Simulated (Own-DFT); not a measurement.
## Calculated data, Si$_{3}$N$_{4}$ (beta silicon nitride, strained, atoms displaced)

A calculation, not a measurement: plane-wave PBE density functional theory by an unreviewed code, no spin, of a simulated periodic cell, stress positive in tension, free energy of the whole cell less one offset for each atom, forces on such cells passed a denser k mesh, this cell's mesh not checked; offsets are fitted by least squares, one for each functional and potential file, so energies compare only between cells with the same atoms and settings and are not formation energies; the far tail of each file's local potential was reset to the Coulomb form; each entry is a single point on an unrelaxed cell, so the pressure reflects the starting lattice, mostly measured values (interpolated for alloys), from which strain is counted, and rises with the displacements; printed positions are rounded, which can move forces by about a meV/angstrom; the program, named Own-DFT, is a retired in-house code; no spin-orbit coupling; before rounding, a Quantum ESPRESSO 7.3.1 run of the same cell and cutoff gave forces within 1 meV/angstrom rms on each cell, which checks the program and not the settings. Program: Own-DFT development build.

Common to all runs: functional PBE; potential files PseudoDojo norm-conserving, scalar-relativistic, standard set; wave cutoff 42 hartree; occupations Fermi-Dirac; smearing width 0.1 eV; k mesh 3 x 3 x 3 centred on Gamma.

(1) 
```xyz
42
Lattice="7.4545 0.0111 0.1361 -3.7177 6.5540 0.0010 0.1561 0.0914 8.5875" Properties=species:S:1:pos:R:3:force_x:R:1:force_y:R:1:force_z:R:1 formula=Si3N4 free_energy_of_cell_above_offsets=-0.411 pressure=20.3 stress_xx=-22.37 stress_yy=-14.41 stress_zz=-24.11 stress_yz=2.05 stress_xz=5.62 stress_xy=-5.04
Si    -1.5647     5.0833     0.7883      1.076     -2.407     -2.067
Si     0.1196     2.6211     0.7304      6.255        4.1     -0.553
Si     1.3920     5.4100     0.7639     -0.013      0.751     -0.233
Si     5.3890     1.5750     2.3760     -2.814     -2.047     -4.146
Si     3.5534     3.8916     2.2481     -0.653     -0.899     -1.369
Si     2.3645     1.0871     2.1463       0.61      2.634      1.305
N      2.3784     0.1581     0.7591     -0.708       1.21      0.348
N      6.1490     2.0324     0.7199     -5.724     -2.569      2.741
N      2.7824     4.4620     0.8354       0.73     -0.679     -0.272
N      1.3767     6.3291     2.1627      0.809      2.554      2.789
N     -2.3659     4.5925     2.2106      0.554      0.083     -0.174
N      1.0040     2.2181     2.1388      0.481     -1.254       0.44
N      0.0478     4.4466     0.7587     -2.275     -2.992      0.171
N      3.7224     2.1946     2.2514      1.365     -0.523     -0.151
Si    -1.5185     5.0043     3.6276        0.8      2.341     -0.108
Si     0.2357     2.7213     3.5988      2.927     -2.757      1.679
Si     1.3440     5.3896     3.6561      1.372      1.364     -0.035
Si     5.3968     1.5607     5.1679     -0.534     -0.095      1.304
Si     3.6382     4.0175     5.0010     -1.549     -1.474      4.655
Si     2.5099     1.1331     4.9617       -1.2      3.512      4.376
N      2.5158     0.2359     3.6013     -0.955     -3.129     -1.958
N      6.1968     1.9769     3.7609     -0.124      0.382     -0.918
N      2.7827     4.3624     3.6251     -2.189      1.762      0.942
N      1.5144     6.4104     5.1009     -0.192     -0.136     -0.857
N     -2.2696     4.6761     5.0840     -2.262     -1.261     -3.399
N      0.9897     2.1764     5.0928      1.541     -0.578     -1.817
N      0.0176     4.3302     3.6546      0.229      2.451     -0.389
N      3.8715     2.3099     5.1768     -1.013     -1.161     -1.041
Si    -1.5571     5.0540     6.4755      5.628       3.85     -1.659
Si     0.2409     2.8185     6.5354      4.379     -1.804     -1.244
Si     1.4017     5.5727     6.5988       0.77     -4.594      -4.28
Si     5.4105     1.6752     7.9192     -3.226     -3.397      5.272
Si     3.6716     3.9716     7.9941     -1.208      0.211     -1.524
Si     2.5419     1.2923     8.0339     -4.129     -4.077     -4.967
N      2.4887     0.2022     6.3955      0.003      1.206      2.327
N      6.2212     2.0750     6.6664       0.43      0.473      -5.73
N      2.8285     4.4620     6.5491      0.011      0.624     -0.449
N      1.4627     6.4319     7.9145       0.77      4.171      3.769
N     -2.2125     4.6981     7.8471     -2.692     -1.849      5.856
N      1.1962     2.3005     7.9044     -1.496      0.272      0.616
N      0.0994     4.4444     6.4284     -1.032      1.619      0.563
N      3.7895     2.2213     8.0056      5.249      4.113      0.188
```

Units: free_energy_of_cell_above_offsets in eV; pressure, stress_xx, stress_yy, stress_zz, stress_yz, stress_xz, stress_xy in GPa; force_x, force_y, force_z in eV/Å.

(2) 
```xyz
42
Lattice="7.5320 0.0900 -0.1356 -3.6880 6.6619 -0.0365 -0.1556 -0.1382 8.7004" Properties=species:S:1:pos:R:3:force_x:R:1:force_y:R:1:force_z:R:1 formula=Si3N4 free_energy_of_cell_above_offsets=-2.164 pressure=6.67 stress_xx=-8.22 stress_yy=3.38 stress_zz=-15.19 stress_yz=-5.14 stress_xz=-2.41 stress_xy=6.07
Si    -1.5131     5.1439     0.7435     -2.332      0.161     -0.851
Si     0.3009     2.6376     0.6310     -2.969      3.437      2.678
Si     1.3768     5.5633     0.5682      -0.93     -1.758      0.161
Si     5.3346     1.5429     2.0617     -1.709     -0.292     -1.306
Si     3.4905     4.0321     2.1096      4.338     -1.926      -3.84
Si     2.3155     1.2089     2.0953       3.25     -0.432     -0.769
N      2.4429     0.2262     0.5485     -1.401      0.351      3.021
N      6.1852     2.0543     0.5855      1.896     -0.171      0.624
N      2.7510     4.4587     0.5936     -2.586      1.859      3.996
N      1.4306     6.3987     2.0081      0.506      2.643      2.554
N     -2.3342     4.5479     2.2035     -1.571      0.739     -1.133
N      1.0151     2.2845     2.2327      1.348     -1.223     -5.698
N     -0.0117     4.5226     0.6932      3.644     -3.295     -0.542
N      3.7462     2.3252     2.1276     -0.606     -2.305     -0.659
Si    -1.5405     5.0890     3.6381     -0.316      0.486     -1.423
Si     0.2124     2.6536     3.5435     -3.922      1.879      3.984
Si     1.3845     5.4900     3.5696     -0.843     -0.385     -2.231
Si     5.2818     1.5347     5.0048     -2.749      0.769     -2.769
Si     3.4951     4.0570     4.9876      1.466     -3.516      0.829
Si     2.2881     1.0994     5.0421      1.243      1.667     -2.984
N      2.2312     0.1990     3.4626      0.146     -1.088      2.706
N      6.1054     1.9615     3.4806      2.085      0.576      1.943
N      2.7811     4.4025     3.4733     -3.351      3.194      4.368
N      1.3243     6.4579     5.0010      1.119      0.579     -0.967
N     -2.3286     4.5145     5.0674     -3.026      0.008     -1.349
N      0.9330     2.1742     5.0306      0.121     -0.887     -0.472
N      0.0136     4.4092     3.5254      0.987      -0.13      0.762
N      3.6086     2.2321     4.9861      1.951      0.159      0.136
Si    -1.6916     5.0184     6.5088      3.147      1.033      1.893
Si     0.1308     2.4941     6.4575     -0.593      4.925      0.463
Si     1.3736     5.5286     6.4214     -2.194     -3.541      0.262
Si     5.2616     1.4758     7.8342      -2.46     -0.212      1.151
Si     3.3864     3.9128     7.9995       4.61     -2.583     -4.978
Si     2.2409     1.1099     7.8933      4.489     -1.474     -0.657
N      2.3121     0.2006     6.4142     -1.315     -2.893      2.079
N      6.0356     2.0345     6.4088      1.522     -0.622      0.734
N      2.7044     4.4002     6.5061     -0.519       1.47     -2.239
N      1.2928     6.3643     7.8593      1.007      2.865      0.117
N     -2.4911     4.4896     7.9537     -0.851       0.64      0.873
N      0.9575     2.1122     7.9217     -2.198       0.85     -0.411
N     -0.0306     4.4170     6.4725     -0.028     -1.448      0.069
N      3.6575     2.1637     7.9220     -0.404     -0.111     -0.127
```

Units: free_energy_of_cell_above_offsets in eV; pressure, stress_xx, stress_yy, stress_zz, stress_yz, stress_xz, stress_xy in GPa; force_x, force_y, force_z in eV/Å.

(3) 
```xyz
42
Lattice="7.5073 0.1475 -0.1440 -3.6259 6.4219 0.0252 -0.1652 -0.0620 8.7627" Properties=species:S:1:pos:R:3:force_x:R:1:force_y:R:1:force_z:R:1 formula=Si3N4 free_energy_of_cell_above_offsets=-0.591 pressure=15.95 stress_xx=-14.1 stress_yy=-24.72 stress_zz=-9.04 stress_yz=-2.75 stress_xz=-5.35 stress_xy=8.02
Si    -1.4718     4.9807     0.6956     -0.766     -2.001      2.463
Si     0.2247     2.6762     0.6146      0.566     -7.312      2.753
Si     1.4084     5.3331     0.6635      0.115      0.858     -1.195
Si     5.3121     1.4583     1.9995      0.558      7.707      1.315
Si     3.5572     3.9033     2.1463      2.365     -0.133     -2.407
Si     2.3907     1.1597     2.1430      0.227     -2.104     -0.657
N      2.3311     0.1615     0.7152      0.927      4.104     -1.967
N      6.1211     2.0271     0.5062      3.593      1.626      5.223
N      2.7710     4.3203     0.6055      0.169      0.487      1.556
N      1.5102     6.3374     2.0892     -1.036      -6.38      0.239
N     -2.2654     4.5458     2.2280     -3.423     -2.287     -2.759
N      1.0435     2.0787     2.1116     -4.022      2.437      0.498
N      0.1016     4.2072     0.7507     -0.897      6.707     -0.208
N      3.6986     2.1893     2.0616      2.688      0.481      0.271
Si    -1.5757     4.9482     3.6518      0.638     -0.704      0.893
Si     0.1805     2.5937     3.6635     -0.778     -0.707     -3.903
Si     1.3196     5.3454     3.5223      1.576      1.537      1.168
Si     5.3226     1.5462     5.0301     -0.925      2.983     -0.442
Si     3.5114     3.8981     5.0280       2.21     -1.673     -4.266
Si     2.3104     1.0981     5.1474      1.817      0.643     -3.995
N      2.2987     0.1739     3.5548        0.7      1.907      2.779
N      6.0815     2.0651     3.5942      0.692     -0.609     -2.492
N      2.7738     4.4249     3.5097     -0.718      0.231      1.634
N      1.4220     6.3605     5.0762     -0.727     -3.174     -2.711
N     -2.4127     4.4282     5.0695      1.167      0.988      1.341
N      0.9465     2.1120     5.0122      0.758     -0.723        4.9
N      0.0482     4.2879     3.6522     -1.046      0.277      0.165
N      3.7063     2.1843     5.0144     -0.859     -0.432      0.509
Si    -1.5069     4.8826     6.5436     -5.829     -0.665      0.759
Si     0.1638     2.5767     6.6075      -1.85     -0.167     -4.912
Si     1.3154     5.3463     6.3736      0.592     -0.219      4.019
Si     5.2318     1.5807     7.9318     -2.761     -2.518     -4.026
Si     3.4132     3.8333     7.9700      2.075      1.473     -2.243
Si     2.1902     1.1323     7.8269      4.153     -1.027      7.001
N      2.3029     0.1489     6.5708     -0.223     -0.977     -3.212
N      6.0721     2.0881     6.4853      0.001     -0.723      0.066
N      2.7684     4.4005     6.3251     -2.766      0.896      5.865
N      1.3302     6.2514     8.0005      0.109     -0.646     -2.111
N     -2.4422     4.4683     8.0823     -1.487     -1.082     -2.904
N      0.8724     2.0521     7.9446     -0.595      0.791      2.401
N     -0.0450     4.2378     6.5679      3.874      0.554     -0.386
N      3.6100     2.1564     7.9800     -0.862     -0.427     -1.023
```

Units: free_energy_of_cell_above_offsets in eV; pressure, stress_xx, stress_yy, stress_zz, stress_yz, stress_xz, stress_xy in GPa; force_x, force_y, force_z in eV/Å.

(4) 
```xyz
42
Lattice="7.5913 0.0322 -0.1128 -3.7678 6.6894 -0.0162 -0.1294 -0.0961 8.8985" Properties=species:S:1:pos:R:3:force_x:R:1:force_y:R:1:force_z:R:1 formula=Si3N4 free_energy_of_cell_above_offsets=-2.798 pressure=-0.95 stress_xx=-4.51 stress_yy=5.5 stress_zz=1.85 stress_yz=-4.13 stress_xz=-7.94 stress_xy=0.61
Si    -1.6713     5.0589     0.7477       4.27       1.74       1.63
Si     0.1711     2.7065     0.7527      1.466      2.035      -2.32
Si     1.3867     5.6082     0.6439      -0.46     -2.803      0.614
Si     5.4345     1.5419     2.1883     -3.218     -1.807     -3.855
Si     3.6742     3.9351     2.2021     -3.168      0.023     -0.876
Si     2.3429     1.2159     2.1203      3.508     -4.334      1.114
N      2.3891     0.0948     0.7664      -0.54      2.255     -1.015
N      6.1737     2.1070     0.5460     -0.109     -0.917      2.902
N      2.7673     4.4409     0.7265      1.087      0.738     -1.389
N      1.3586     6.3954     2.1955      1.043       3.43     -1.314
N     -2.3855     4.6662     2.2261     -2.013     -1.285      0.311
N      1.0776     2.1801     2.1622     -4.799      2.725      0.927
N     -0.0369     4.4844     0.6136      1.141     -0.959      0.878
N      3.7487     2.1793     2.1380      1.858      0.649      0.088
Si    -1.7121     5.1226     3.6991       3.02      0.015       0.28
Si     0.2492     2.7068     3.6911     -1.713       1.34     -2.397
Si     1.3846     5.5164     3.6332     -1.076     -1.581      0.446
Si     5.3900     1.5391     5.1374     -2.993     -1.677      -3.04
Si     3.5810     4.0047     5.2282     -2.946      -3.15     -2.453
Si     2.2851     1.0283     5.1178      1.138      2.154     -0.021
N      2.2740     0.1290     3.6176     -0.436       1.33       0.65
N      6.1524     2.0555     3.5473       2.27      0.455      3.421
N      2.7960     4.4983     3.7001       1.02     -0.499      -0.24
N      1.2747     6.4073     5.1226      1.239      1.701     -0.148
N     -2.4994     4.6794     5.2754     -0.318     -0.722     -3.559
N      0.9046     2.2079     5.1200      1.616      -1.43      1.692
N     -0.0448     4.4329     3.5621     -0.064     -0.166      1.151
N      3.7284     2.1484     5.0708      0.155      1.242      0.704
Si    -1.6859     5.0696     6.6046       3.23      2.012      4.458
Si     0.0845     2.6991     6.5946      2.926      0.214      1.673
Si     1.3221     5.4658     6.5718     -1.584      1.206      1.288
Si     5.2302     1.5776     7.9982      0.888     -2.466      0.397
Si     3.5556     3.9895     8.0124     -2.257      -2.16      3.739
Si     2.2594     1.0249     8.2021      0.478      0.959     -1.965
N      2.2504     0.1311     6.5886     -0.345     -0.423       1.61
N      6.2020     1.9338     6.5259     -1.269      0.103      1.592
N      2.6364     4.4022     6.6434      1.861      0.019     -1.044
N      1.2898     6.4406     8.0833      0.548      1.034     -1.171
N     -2.4400     4.5903     8.2108     -2.644     -0.705     -4.898
N      0.8981     2.1318     8.1056     -0.402       -0.3      0.721
N     -0.0588     4.4298     6.6541      -1.01     -0.703     -0.719
N      3.6780     2.1778     8.0188     -1.401      0.707      0.138
```

Units: free_energy_of_cell_above_offsets in eV; pressure, stress_xx, stress_yy, stress_zz, stress_yz, stress_xz, stress_xy in GPa; force_x, force_y, force_z in eV/Å.

(5) 
```xyz
42
Lattice="7.4828 -0.0760 -0.0041 -3.8073 6.6626 -0.1187 -0.0046 -0.1599 8.8528" Properties=species:S:1:pos:R:3:force_x:R:1:force_y:R:1:force_z:R:1 formula=Si3N4 free_energy_of_cell_above_offsets=-3.658 pressure=6.66 stress_xx=-13.61 stress_yy=-7.86 stress_zz=1.49 stress_yz=-5.74 stress_xz=1.21 stress_xy=-1.12
Si    -1.6438     5.0637     0.6279      2.003      1.251      0.504
Si     0.1581     2.6923     0.6445      2.453       1.16       1.28
Si     1.3889     5.4168     0.6382     -2.738       1.77     -0.122
Si     5.2848     1.4918     2.1906     -0.716     -2.203      0.507
Si     3.4385     3.7929     2.1771      1.285      2.108      -0.94
Si     2.3140     1.1393     2.2269      0.942     -3.232     -0.707
N      2.3925     0.1322     0.6646     -0.626      1.037      1.697
N      6.1249     1.9439     0.7892     -1.009     -0.723       -1.1
N      2.6908     4.4043     0.6861      2.139     -1.273      -0.16
N      1.2899     6.3596     2.1376      0.737      0.747     -0.571
N     -2.3725     4.6788     2.0803     -2.789     -1.591      2.069
N      1.0551     2.2409     2.2620     -0.408     -0.528     -4.423
N     -0.0410     4.4021     0.6786      0.322     -0.118     -0.383
N      3.6933     2.1135     2.1527      0.554      0.363      0.067
Si    -1.5544     5.0288     3.6097     -2.841      1.423         -1
Si     0.1960     2.6353     3.5624     -1.459       0.59      5.118
Si     1.3748     5.3821     3.5799     -1.883      0.134     -0.081
Si     5.2948     1.3030     5.0814     -0.765      2.812       1.86
Si     3.6162     3.8402     5.1164     -6.124     -1.829      0.372
Si     2.3687     1.0118     5.1247      0.051      1.546      1.869
N      2.3274     0.1124     3.7325      0.133     -0.696     -2.409
N      6.0517     1.8819     3.6463      1.214      0.197      0.081
N      2.6824     4.3149     3.6511      1.357     -0.304      0.029
N      1.3074     6.3001     5.0582      0.268     -1.171     -0.154
N     -2.4179     4.5533     5.0727      3.484      2.273      0.513
N      1.0168     2.0471     5.1017     -1.885      1.023     -0.323
N     -0.0946     4.3459     3.6136      4.024     -0.906      0.114
N      3.6763     2.1401     5.1710      1.693     -2.047     -0.574
Si    -1.6563     5.0403     6.5994      2.156     -2.256     -1.033
Si     0.2394     2.5989     6.5819      -0.71     -1.246     -0.186
Si     1.3832     5.3252     6.5298     -4.016      2.311       0.56
Si     5.3388     1.3463     8.1386     -1.031      0.662     -2.225
Si     3.5616     3.7643     8.0403     -5.092      0.436      0.085
Si     2.4201     0.9149     8.0759     -0.512      3.088      1.474
N      2.3497     0.0493     6.6494     -0.086      0.213     -1.719
N      6.0766     1.8307     6.5589      0.866     -0.303      1.282
N      2.5799     4.2807     6.6122      5.973     -2.576     -0.658
N      1.2935     6.3023     8.0009      0.671     -0.621      0.872
N     -2.4506     4.4971     8.0415      2.244      1.503     -1.045
N      0.9810     2.0344     8.0962      0.592     -0.991     -0.681
N     -0.0180     4.2685     6.6315     -1.243        2.2     -0.572
N      3.7201     2.1368     8.0347      0.771     -4.233      0.713
```

Units: free_energy_of_cell_above_offsets in eV; pressure, stress_xx, stress_yy, stress_zz, stress_yz, stress_xz, stress_xy in GPa; force_x, force_y, force_z in eV/Å.

(6) 
```xyz
42
Lattice="7.4638 0.1491 -0.1321 -3.6028 6.5293 0.0145 -0.1515 -0.0683 8.6889" Properties=species:S:1:pos:R:3 formula=Si3N4
Si    -1.5149     4.9976     0.7479
Si     0.2924     2.6424     0.6329
Si     1.5186     5.4425     0.6983
Si     5.2653     1.6110     2.1213
Si     3.5636     3.9382     2.0804
Si     2.3876     1.1948     2.0148
N      2.3172     0.2634     0.7168
N      6.1443     2.1926     0.6848
N      2.7490     4.5031     0.6141
N      1.4574     6.4434     2.0947
N     -2.3201     4.5249     2.2121
N      1.0312     2.3172     2.2465
N      0.0227     4.4524     0.6801
N      3.6783     2.1697     2.0103
Si    -1.5151     4.9973     3.6265
Si     0.1757     2.5875     3.6271
Si     1.4993     5.4761     3.5304
Si     5.1379     1.4949     5.0148
Si     3.5056     3.9214     4.9810
Si     2.3691     1.1186     5.0811
N      2.2732     0.1406     3.6128
N      6.1399     2.1383     3.5161
N      2.7585     4.5015     3.4712
N      1.4290     6.4475     5.0025
N     -2.3898     4.6156     5.0748
N      0.9851     2.1961     5.0595
N      0.0439     4.3230     3.5512
N      3.7520     2.3346     5.0019
Si    -1.5704     5.0136     6.4845
Si     0.1651     2.6701     6.4656
Si     1.3046     5.5238     6.4546
Si     5.1703     1.6515     7.8384
Si     3.4444     3.9204     7.8787
Si     2.2606     1.1514     7.8747
N      2.2539     0.2048     6.5319
N      5.9718     1.9857     6.4435
N      2.5958     4.4618     6.4317
N      1.4051     6.2691     7.8817
N     -2.5101     4.4848     7.9349
N      0.9553     2.1315     7.9277
N      0.0010     4.3727     6.4099
N      3.6431     2.2233     7.9562
```

To be estimated
1. What pressure does the calculation give for Si$_{3}$N$_{4}$ (beta silicon nitride, strained, atoms displaced) (entry 6)?

Answers
1. 14.59 GPa

Further results for Si$_{3}$N$_{4}$ (beta silicon nitride, strained, atoms displaced) (entry 6):

* free energy of cell above offsets: -1.306 eV
* stress xx: -20.5 GPa
* stress yy: -12.92 GPa
* stress zz: -10.34 GPa
* stress yz: -4.99 GPa
* stress xz: -2.53 GPa
* stress xy: 10.4 GPa

Force:
```csv
element,x (eV/Å),y (eV/Å),z (eV/Å)
Si,-1.178,1.371,-0.569
Si,-1.443,2.581,3.951
Si,-6.473,3.266,-1.363
Si,2.142,0.528,-1.264
Si,0.109,-0.087,-0.881
Si,-3.18,-0.568,5.553
N,-0.679,-2.323,-3.893
N,-0.645,-1.386,-1.613
N,5.544,-4.335,0.858
N,0.511,-0.388,0.583
N,-1.73,-0.446,-1.314
N,2,-2.186,-4.049
N,3.464,-1.889,-0.545
N,2.235,3.758,0.871
Si,0.716,-0.411,0.504
Si,1.654,3.155,0.037
Si,-5.569,0.333,0.025
Si,5.14,4.732,-1.364
Si,-0.567,4.846,0.477
Si,-0.875,0.742,-2.404
N,0.654,3.367,-0.483
N,-4.785,-2.919,1.442
N,3.374,-2.611,1.424
N,-0.628,-4.032,-0.857
N,-1.66,-1.023,-0.373
N,1.092,-1.3,0.915
N,1.321,1.629,0.73
N,-3.42,-3.922,-0.122
Si,-0.956,-0.674,1.519
Si,-1.264,-0.334,0.278
Si,-0.384,-2.347,-1.23
Si,1.93,-3.211,3.278
Si,-1.724,0.865,-1.12
Si,2.298,-1.051,3.485
N,0.481,-0.755,-1.623
N,3.169,1.63,-1.516
N,2.991,-2.267,-1.153
N,-0.3,4.759,2.679
N,2.218,1.361,0.216
N,-1.982,1.407,-0.917
N,-0.939,0.135,0.556
N,-2.66,0.001,-0.73
```
